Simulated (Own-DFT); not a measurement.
# How strain changes the stress of wurtzite AlN, 72 atoms (Al36N36)

All numbers below are calculated, not measured. The program, named Own-DFT, is a retired in-house plane-wave density functional code that no person has reviewed. Each row is one single-point run on a periodic cell that was not relaxed, without spin or spin-orbit coupling.

Settings of every run: PBE; PseudoDojo norm-conserving scalar-relativistic files; cutoff 42 hartree; 3 x 3 x 2 k mesh centred on Gamma; Fermi-Dirac smearing of 0.1 eV.

Known limits: forces on such cells moved up to 12 meV/angstrom on a denser k mesh; stress not checked against mesh or cutoff.

Unstrained cell vectors in Å: (9.336, 0.000, 0.000); (-4.668, 8.085, 0.000); (0.000, 0.000, 9.964). The unstrained cell has measured lattice constants (interpolated for alloys), not those of this functional. That, the random moves and any unrelaxed bonds set the pressure at no strain. Each run strains this cell uniformly, with the atoms carried along. Every atom was also moved at random, by a Gaussian of width 0.05 Å on each axis. Strain is the symmetric tensor, in per cent. Stress is positive in tension, and the pressure is minus a third of its trace.

| run | e_xx (%) | e_yy (%) | e_zz (%) | e_yz (%) | e_xz (%) | e_xy (%) | s_xx (GPa) | s_yy (GPa) | s_zz (GPa) | s_yz (GPa) | s_xz (GPa) | s_xy (GPa) | P (GPa) | E (meV/atom) |
|---|---|---|---|---|---|---|---|---|---|---|---|---|---|---|
| 1 | 0.21 | 0.22 | -1.68 | 1.93 | -1.66 | -0.56 | -6.11 | -3.47 | -15.06 | 4.27 | -4.19 | -2.47 | 8.21 | 31.2 |
| 2 | -1.59 | 0.96 | -1.65 | -0.47 | 1.22 | 0.66 | -12.31 | -4.41 | -14.67 | -0.53 | 4.08 | 0.99 | 10.46 | 33.9 |
| 3 | -0.60 | 0.05 | -0.88 | 1.17 | -0.48 | 0.93 | -13.10 | -6.51 | -7.49 | 3.07 | 0.08 | 4.94 | 9.03 | 44.5 |
| 4 | -0.78 | -1.79 | -0.71 | -1.07 | -0.60 | -0.67 | -13.81 | -13.81 | -12.65 | -1.72 | -1.50 | -1.41 | 13.42 | 43.9 |
| 5 | 1.75 | 1.00 | 1.00 | -0.41 | 0.68 | 0.03 | 3.85 | 0.44 | 1.54 | -2.20 | 2.51 | 0.32 | -1.94 | 0.0 |
| 6 | 0.63 | -0.60 | -0.18 | 0.08 | 1.53 | 1.67 | -3.34 | -7.97 | -5.40 | 1.18 | 3.09 | 5.08 | 5.57 | 12.4 |
| 7 | -1.44 | 1.49 | -0.72 | -1.85 | -1.81 | -1.83 | -9.51 | -2.39 | -9.54 | -5.17 | -5.58 | -4.92 | 7.15 | 34.2 |
| 8 | 0.88 | -0.58 | 1.02 | 1.33 | 0.28 | -0.60 | -2.83 | -6.76 | -0.15 | 2.03 | 0.04 | -2.85 | 3.25 | 27.2 |
| 9 | 0.40 | -0.74 | -1.32 | -0.24 | -1.64 | 0.36 | -5.73 | -10.21 | -12.67 | -2.49 | -3.18 | 3.51 | 9.54 | 39.2 |
| 10 | -1.70 | -1.67 | -1.38 | 1.75 | 1.76 | -1.22 | -17.26 | -17.40 | -16.00 | 5.51 | 5.54 | -5.79 | 16.89 | 60.6 |
| 11 | -0.67 | 0.72 | -0.04 | 1.06 | -1.88 | -1.37 | -7.79 | -3.67 | -4.45 | 1.94 | -4.27 | -2.67 | 5.30 | 25.9 |
| 12 | 1.86 | 1.11 | 1.65 | -0.20 | -1.55 | -0.50 | 2.62 | 1.21 | 5.35 | -0.77 | -4.35 | -1.89 | -3.06 | 21.1 |
| 13 | -0.88 | -0.71 | 1.47 | -1.41 | -1.51 | -0.20 | -8.99 | -9.27 | -0.37 | -2.98 | -4.92 | -1.11 | 6.21 | 24.8 |
| 14 | -1.31 | -0.45 | 1.66 | -1.10 | -0.68 | -0.80 | -11.46 | -8.48 | -0.28 | -4.09 | -1.56 | -2.89 | 6.74 | 37.4 |
| 15 | -1.40 | -0.46 | -0.35 | -1.26 | 1.63 | -0.20 | -13.26 | -10.39 | -9.07 | -3.57 | 3.04 | -2.40 | 10.91 | 44.3 |
| 16 | 1.33 | 0.64 | 1.86 | -0.11 | -0.32 | 1.99 | 1.29 | -0.85 | 4.37 | -0.14 | -0.34 | 6.72 | -1.61 | 16.9 |
| 17 | -1.31 | -0.81 | 0.53 | 0.80 | -2.00 | 0.92 | -13.36 | -10.15 | -5.49 | 0.85 | -4.69 | 1.77 | 9.67 | 44.9 |
| 18 | 1.36 | -1.20 | -1.18 | -0.15 | 1.55 | 0.69 | ? | ? | ? | ? | ? | ? | ? | ? |

E is the free energy for each atom above the lowest run shown.

## Worked fit

Each stress component was fitted by least squares to a constant and the strains of the runs shown, as fractions, with shears doubled. Shear strains stay in the fit of a normal stress only where such slopes are resolved. The slopes, in GPa:

```
stress,at no strain,per e_xx,per e_yy,per e_zz,scatter
s_xx,-6.4,417 ± 32,161 ± 37,68 ± 30,1.35
s_yy,-6.0,125 ± 22,423 ± 25,40 ± 21,0.92
s_zz,-5.7,100 ± 29,109 ± 32,478 ± 27,1.19
```

Each shear stress against twice its own strain: yz 122 ± 12, xz 125 ± 8, xy 168 ± 15 GPa. These are stiffnesses along x, y and z of the frame in which the cell vectors are given, which need not be the crystal's axes. The atoms are held to the strained lattice; where symmetry lets them move under strain, relaxing them would lower some slopes. The table should be nearly symmetric about its diagonal, and what it lacks of that shows the noise. A ninth of its sum, 214 ± 5 GPa, estimates the bulk modulus near the mean pressure of these runs, 6.8 GPa, so it lies above the value at zero pressure.

## Withheld run

Question: what normal stresses and pressure should run 18 give?

The fit gives s_xx = -3.5, s_yy = -9.8, s_zz = -11.3 and P = 8.2 GPa. The calculation gave -2.80, -9.78, -10.74 and P = 7.78 GPa.
